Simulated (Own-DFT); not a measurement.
Si2SnGe13 (diamond-structure random alloy, atoms displaced) (calculated)

All values are calculated (Own-DFT development build). A calculation, not a measurement: plane-wave density functional theory by an unreviewed code, no spin, of a simulated periodic cell, stress positive in tension, run twice, with PBE and with PBEsol, both on files made for PBE, so the change isn't that of files made for PBEsol, forces on such cells moved up to 12 meV/angstrom on a denser k mesh; the far tail of each file's local potential was reset to the Coulomb form; each entry is a single point on an unrelaxed cell, so the pressure reflects the starting lattice, mostly measured values (interpolated for alloys), from which strain is counted, and rises with the displacements; printed positions are rounded, which can move forces by about a meV/angstrom; the program, named Own-DFT, is a retired in-house code; no spin-orbit coupling; stress was not checked against mesh or cutoff.

Common to all runs: functional PBE, then PBEsol; potential files PseudoDojo norm-conserving, scalar-relativistic, standard set; wave cutoff 49 hartree; occupations Fermi-Dirac; smearing width 0.1 eV; k mesh 3 x 3 x 3 centred on Gamma.

(1) Si2SnGe13 (diamond-structure random alloy, atoms displaced)

```xyz
64
Lattice="11.3631 0.0000 0.0000 0.0000 11.3631 0.0000 0.0000 0.0000 11.3631" Properties=species:S:1:pos:R:3 Si2SnGe13
Ge     0.0483     0.0234     0.0576
Ge     0.0066     2.7298     2.7985
Si     2.7835    11.2424     2.8303
Ge     2.8175     2.8820     0.0472
Ge     1.4910     1.5123     1.5210
Ge     1.3404     4.2122     4.3763
Ge     4.2890     1.5243     4.2114
Ge     4.2669     4.3393     1.3912
Ge     0.1550     0.0826     5.5474
Si     0.0398     2.7930     8.3700
Ge     2.8320     0.0155     8.4504
Ge     2.8258     2.8477     5.7001
Ge     1.4667     1.3916     7.1052
Ge     1.4600     4.1393     9.9425
Ge     4.2162     1.3581     9.8955
Ge     4.2259     4.1429     7.1986
Ge     0.0568     5.7788     0.0591
Ge    11.3106     8.4947     2.8843
Ge     2.8956     5.6656     2.7822
Si     2.7651     8.5714    11.2383
Ge     1.3500     7.1525     1.4239
Ge     1.4498     9.8215     4.1496
Ge     4.1406     6.9448     4.1880
Ge     4.2687     9.8813     1.3704
Ge    11.3006     5.6135     5.6424
Ge     0.0815     8.5929     8.6258
Sn     2.8962     5.6766     8.4794
Ge     2.7534     8.6204     5.6531
Sn     1.4454     7.2315     7.0426
Ge     1.4616     9.9202     9.7576
Ge     4.2449     7.0377    10.0368
Si     4.2194    10.0187     7.0571
Ge     5.8733    11.2968     0.0446
Ge     5.5936     2.8139     2.8290
Ge     8.6516    11.3619     2.8935
Ge     8.3713     2.8287     0.0483
Ge     7.2514     1.4204     1.4099
Sn     7.2132     4.2199     4.2320
Ge     9.9243     1.4605     4.3656
Ge     9.8889     4.3584     1.3910
Ge     5.6004    11.3491     5.6759
Ge     5.5765     2.8096     8.6259
Ge     8.3711     0.1191     8.3694
Si     8.5104     2.8262     5.7121
Ge     7.0894     1.3321     6.9806
Ge     7.1621     4.3498     9.9105
Si     9.9871     1.5233     9.7176
Ge     9.9174     4.1595     7.2617
Ge     5.7760     5.6133     0.0055
Ge     5.7243     8.5111     2.8276
Si     8.5815     5.5666     2.7834
Ge     8.4266     8.5135     0.0542
Ge     6.9758     7.2065     1.3839
Ge     7.1046     9.9897     4.3628
Ge     9.9826     7.1218     4.1417
Ge     9.8717     9.9388     1.3274
Ge     5.7147     5.7234     5.6252
Ge     5.6079     8.5357     8.4325
Ge     8.4915     5.6031     8.6311
Ge     8.6103     8.5564     5.7457
Ge     6.8877     7.1026     6.9951
Si     7.0530     9.9866     9.9003
Sn     9.9571     7.2007    10.0106
Ge     9.9978     9.9974     7.0760
```

- PBE pressure: 5.1 GPa
- PBE stress xx: -5.02 GPa
- PBE stress yy: -5.11 GPa
- PBE stress zz: -5.15 GPa
- PBE stress yz: 0.11 GPa
- PBE stress xz: 0.5 GPa
- PBE stress xy: -0.38 GPa
- PBEsol pressure: 2.25 GPa
- PBEsol stress xx: -2.18 GPa
- PBEsol stress yy: -2.26 GPa
- PBEsol stress zz: -2.31 GPa
- PBEsol stress yz: 0.12 GPa
- PBEsol stress xz: 0.49 GPa
- PBEsol stress xy: -0.35 GPa
- rms change of force components from PBE to PBEsol: 0.051 eV/Å

Force:
```tsv
force element	PBE force x (eV/Å)	PBE force y (eV/Å)	PBE force z (eV/Å)	PBEsol force x (eV/Å)	PBEsol force y (eV/Å)	PBEsol force z (eV/Å)
Ge	-0.062	0.511	-1.447	-0.051	0.466	-1.376
Ge	-1.233	1.743	0.997	-1.179	1.68	0.978
Si	1.182	1.094	-0.366	1.154	1.072	-0.358
Ge	0.887	-0.716	-0.269	0.847	-0.681	-0.266
Ge	0.417	-1.822	-0.558	0.362	-1.725	-0.561
Ge	0.625	-0.2	-1.721	0.601	-0.202	-1.652
Ge	-1.621	-1.999	0.611	-1.544	-1.904	0.617
Ge	0.38	-0.911	-0.167	0.365	-0.884	-0.156
Ge	-0.614	-1.064	0.519	-0.605	-1.025	0.514
Si	0.514	-0.029	1.472	0.559	0.02	1.386
Ge	0.533	-0.376	0.04	0.472	-0.33	0.067
Ge	0.358	-0.175	-0.027	0.349	-0.17	-0.016
Ge	-0.267	0.417	-0.64	-0.213	0.37	-0.664
Ge	-1.655	0.466	-0.101	-1.552	0.476	-0.065
Ge	0.291	-0.29	1.804	0.283	-0.256	1.722
Ge	1.678	-0.245	-2.156	1.608	-0.247	-2.077
Ge	0.225	-2.245	-0.304	0.207	-2.162	-0.275
Ge	0.134	0.86	-1.63	0.139	0.813	-1.564
Ge	-2.337	-0.601	-0.157	-2.236	-0.566	-0.145
Si	0.536	-0.51	0.817	0.526	-0.503	0.793
Ge	1.58	0.599	0.189	1.485	0.546	0.2
Ge	-0.519	1.421	0.02	-0.539	1.334	0.064
Ge	1.415	2.225	1.17	1.379	2.14	1.12
Ge	-0.414	0.34	-0.104	-0.334	0.327	-0.092
Ge	-1.006	0.496	0.554	-0.954	0.481	0.519
Ge	-1.799	0.381	-1.965	-1.723	0.387	-1.904
Sn	-0.432	-0.376	1.31	-0.403	-0.377	1.285
Ge	2.97	0.666	-1.252	2.822	0.619	-1.247
Sn	-2.201	-1.174	-0.031	-2.131	-1.13	-0.026
Ge	0.75	1.649	2.499	0.693	1.608	2.373
Ge	0.844	1.37	0.554	0.841	1.287	0.496
Si	-0.135	-0.626	-0.079	-0.135	-0.613	-0.078
Ge	-1.554	0.508	-0.234	-1.533	0.519	-0.186
Ge	0.976	0.202	-1.654	0.94	0.197	-1.585
Ge	-0.779	-0.078	0.184	-0.758	-0.068	0.172
Ge	2.499	1.22	-2.009	2.39	1.209	-1.914
Ge	-1.562	-1.008	1.652	-1.513	-0.969	1.579
Sn	-1.051	0.058	-0.021	-1.113	0.058	-0.024
Ge	0.366	0.123	-0.517	0.405	0.069	-0.552
Ge	1.07	-1.448	-0.605	1.072	-1.434	-0.626
Ge	-0.247	0.347	-0.443	-0.177	0.381	-0.455
Ge	1.695	0.007	-0.79	1.609	0.014	-0.774
Ge	2.112	-1.628	2.045	2.032	-1.563	1.91
Si	1.024	-0.894	1.51	1.007	-0.884	1.487
Ge	-1.416	2.123	-0.299	-1.383	1.991	-0.256
Ge	-1.665	-2.336	1.056	-1.612	-2.254	1.048
Si	-0.786	-0.782	1.446	-0.826	-0.809	1.45
Ge	-0.395	0.572	-1.546	-0.401	0.613	-1.507
Ge	-0.567	0.942	-0.06	-0.558	0.926	-0.064
Ge	-1.23	0.409	1.407	-1.19	0.387	1.328
Si	-0.052	3.076	-0.55	-0.042	3.015	-0.543
Ge	-1.083	1.5	-0.476	-1.02	1.429	-0.423
Ge	1.311	-1.946	0.55	1.253	-1.857	0.505
Ge	0.374	-0.464	-0.846	0.364	-0.447	-0.816
Ge	-1.615	-1.477	1.222	-1.519	-1.395	1.204
Ge	0.794	0.092	0.819	0.768	0.089	0.808
Ge	-2.046	-1.328	0.01	-1.979	-1.266	0.017
Ge	-0.358	0.515	1.129	-0.338	0.434	1.084
Ge	0.431	1.682	-2.387	0.416	1.596	-2.291
Ge	-0.633	-0.841	-0.502	-0.616	-0.792	-0.495
Ge	2.52	0.679	1.194	2.418	0.662	1.147
Si	0.726	-0.665	-0.829	0.707	-0.648	-0.81
Sn	-0.358	-0.72	-0.467	-0.339	-0.703	-0.433
Ge	0.472	0.679	0.429	0.442	0.648	0.404
```

(2) Si2SnGe13 (diamond-structure random alloy, atoms displaced)

```xyz
64
Lattice="11.3631 0.0000 0.0000 0.0000 11.3631 0.0000 0.0000 0.0000 11.3631" Properties=species:S:1:pos:R:3 Si2SnGe13
Ge    11.3512    11.3497    11.2911
Ge     0.0260     2.7074     2.9471
Ge     2.8533     0.0888     2.8652
Si     2.9433     2.6724    11.1035
Ge     1.3550     1.4170     1.3434
Ge     1.5077     4.2661     4.3318
Ge     4.4058     1.3635     4.2489
Ge     4.3566     4.4072     1.4121
Si    11.3246    11.2647     5.6664
Ge    11.3082     2.8812     8.4869
Ge     2.8997    11.3167     8.4785
Ge     2.9357     2.7201     5.7660
Ge     1.5057     1.3887     7.0980
Ge     1.5101     4.1872     9.9460
Ge     4.3392     1.3160     9.9615
Ge     4.2520     4.3460     7.2662
Ge     0.0679     5.6939    11.2982
Ge     0.1669     8.5317     2.8038
Ge     2.7159     5.6737     2.8306
Ge     2.7609     8.6233     0.1809
Ge     1.3539     7.0420     1.3958
Si     1.3972     9.9572     4.1756
Ge     4.2278     7.0613     4.3560
Sn     4.3022     9.8484     1.3501
Ge     0.0322     5.7389     5.8091
Sn    11.2645     8.5428     8.3922
Ge     2.8528     5.7885     8.4517
Ge     2.8133     8.5691     5.6248
Si     1.4503     7.0196     7.0986
Ge     1.4578     9.9006     9.9757
Ge     4.1228     7.0222     9.8896
Si     4.2003     9.7133     7.0422
Ge     5.6646     0.0301    11.3576
Ge     5.5861     2.9799     2.8430
Si     8.3732     0.0648     2.9745
Sn     8.6676     2.8241     0.0078
Ge     7.1272     1.4496     1.3131
Ge     7.1036     4.2433     4.1558
Ge    10.1573     1.5269     4.2677
Ge     9.7334     4.4203     1.4288
Ge     5.6983    11.3526     5.6057
Ge     5.7233     2.8700     8.5555
Ge     8.6877    11.3250     8.5599
Ge     8.4506     2.8577     5.6772
Si     6.9993     1.4240     7.2515
Ge     7.1779     4.2448     9.8941
Ge     9.9225     1.2957     9.8650
Ge     9.9555     4.2303     7.0747
Ge     5.7210     5.6909     0.0429
Ge     5.7154     8.4409     2.8478
Ge     8.3675     5.7605     2.8657
Ge     8.6053     8.4617    11.3160
Ge     7.1290     7.0866     1.4053
Ge     7.0837     9.8426     4.2910
Ge     9.9829     7.1240     4.2642
Ge     9.8265    10.0786     1.3986
Ge     5.5688     5.6324     5.8475
Sn     5.6173     8.3818     8.5657
Ge     8.5491     5.7451     8.6619
Ge     8.4525     8.5223     5.7102
Ge     7.0701     7.1524     7.0761
Si     7.2679     9.8747     9.9250
Ge     9.9309     6.9676     9.8798
Ge     9.8285     9.8332     7.1109
```

* PBE pressure: 5.25 GPa
* PBE stress xx: -5.31 GPa
* PBE stress yy: -5.21 GPa
* PBE stress zz: -5.23 GPa
* PBE stress yz: 0.23 GPa
* PBE stress xz: -1.08 GPa
* PBE stress xy: -0.86 GPa
* PBEsol pressure: 2.39 GPa
* PBEsol stress xx: -2.46 GPa
* PBEsol stress yy: -2.36 GPa
* PBEsol stress zz: -2.37 GPa
* PBEsol stress yz: 0.22 GPa
* PBEsol stress xz: -1.03 GPa
* PBEsol stress xy: -0.81 GPa
* rms change of force components from PBE to PBEsol: 0.054 eV/Å

Force:
```tsv
force element	PBE force x (eV/Å)	PBE force y (eV/Å)	PBE force z (eV/Å)	PBEsol force x (eV/Å)	PBEsol force y (eV/Å)	PBEsol force z (eV/Å)
Ge	0.027	-0.342	0.337	0.018	-0.329	0.331
Ge	1.622	3.577	-2.7	1.571	3.435	-2.587
Ge	-0.639	-0.319	-0.082	-0.594	-0.283	-0.102
Si	-0.852	1.524	2.672	-0.839	1.488	2.606
Ge	1.024	0.389	-0.281	0.959	0.335	-0.241
Ge	-0.751	-0.894	0.478	-0.725	-0.864	0.45
Ge	-1.082	1.141	-0.278	-1.05	1.103	-0.266
Ge	-2.169	-1.264	-0.32	-2.053	-1.203	-0.28
Si	0.527	0.073	0.077	0.478	0.108	0.111
Ge	0.831	-0.936	0.295	0.8	-0.899	0.281
Ge	0.313	-0.802	-0.018	0.272	-0.74	0.016
Ge	0.594	1.165	-0.629	0.56	1.128	-0.601
Ge	-1.569	-0.578	0.156	-1.474	-0.532	0.172
Ge	-0.193	0.257	-0.674	-0.234	0.289	-0.694
Ge	0.1	0.136	-1.826	0.141	0.081	-1.796
Ge	-0.277	-1.926	-0.562	-0.257	-1.849	-0.551
Ge	-0.777	-1.05	0.308	-0.762	-0.999	0.298
Ge	-2.063	0.524	-0.13	-2.017	0.453	-0.163
Ge	1.281	0.131	-0.004	1.244	0.131	0.003
Ge	-2.051	-3.256	-2.984	-2.005	-3.16	-2.905
Ge	0.545	0.4	0.012	0.533	0.405	0.021
Si	0.408	0.687	1.002	0.44	0.633	0.936
Ge	-0.021	-0.152	-0.806	-0.026	-0.14	-0.773
Sn	1.277	2.088	2.42	1.231	2.033	2.346
Ge	-0.257	-0.847	-1.18	-0.293	-0.865	-1.173
Sn	2.461	-1.726	1.927	2.336	-1.651	1.905
Ge	-1.495	-1.342	0.587	-1.379	-1.341	0.616
Ge	-1.208	-0.659	-0.177	-1.141	-0.692	-0.203
Si	0.505	1.279	-0.924	0.5	1.248	-0.913
Ge	0.028	0.695	-0.228	0.026	0.691	-0.201
Ge	-0.187	0.211	3.313	-0.167	0.192	3.179
Si	0.168	2.675	-0.21	0.157	2.609	-0.212
Ge	2.408	-0.615	-0.735	2.305	-0.556	-0.698
Ge	0.815	-1.371	-0.645	0.802	-1.305	-0.616
Si	1.069	0.24	-0.64	1.042	0.234	-0.631
Sn	-0.537	-0.343	-1.156	-0.549	-0.325	-1.124
Ge	-1.46	-0.775	2.358	-1.441	-0.737	2.248
Ge	-0.761	0.265	1.699	-0.739	0.249	1.627
Ge	-3.498	-2.92	2.347	-3.377	-2.768	2.245
Ge	3.111	0.567	1.488	2.998	0.549	1.426
Ge	0.231	-1.056	2.084	0.211	-1.023	1.948
Ge	-0.639	0.032	0.405	-0.651	0.082	0.434
Ge	-2.888	-0.6	-1.155	-2.732	-0.581	-1.107
Ge	0.244	-0.663	0.248	0.273	-0.593	0.214
Si	1.254	-0.827	-1.403	1.227	-0.804	-1.376
Ge	-0.953	0.54	0.44	-0.917	0.532	0.421
Ge	2.314	1.242	0.208	2.249	1.188	0.201
Ge	-0.902	0.822	0.25	-0.854	0.791	0.249
Ge	0.21	0.239	-1.578	0.2	0.224	-1.498
Ge	0.207	-0.83	0.954	0.212	-0.803	0.924
Ge	1.25	0.197	0.632	1.198	0.175	0.583
Ge	-0.103	0.216	0.477	-0.078	0.178	0.493
Ge	-0.245	1.021	-0.614	-0.239	0.97	-0.582
Ge	0.079	0.87	-0.573	0.045	0.81	-0.519
Ge	0.056	0.234	0.028	0.051	0.228	0.038
Ge	0.396	-0.536	0.859	0.421	-0.547	0.772
Ge	1.53	0.232	-1.62	1.468	0.244	-1.554
Sn	0.796	2.078	0.55	0.774	1.937	0.526
Ge	-1.365	-1.448	-2.961	-1.314	-1.404	-2.846
Ge	0.511	-0.665	-0.728	0.484	-0.637	-0.688
Ge	1.208	-2.017	-0.396	1.162	-1.951	-0.382
Si	-0.878	0.83	0.4	-0.843	0.809	0.398
Ge	1.242	1.382	1.81	1.186	1.333	1.752
Ge	-0.819	2.801	-2.605	-0.823	2.69	-2.489
```
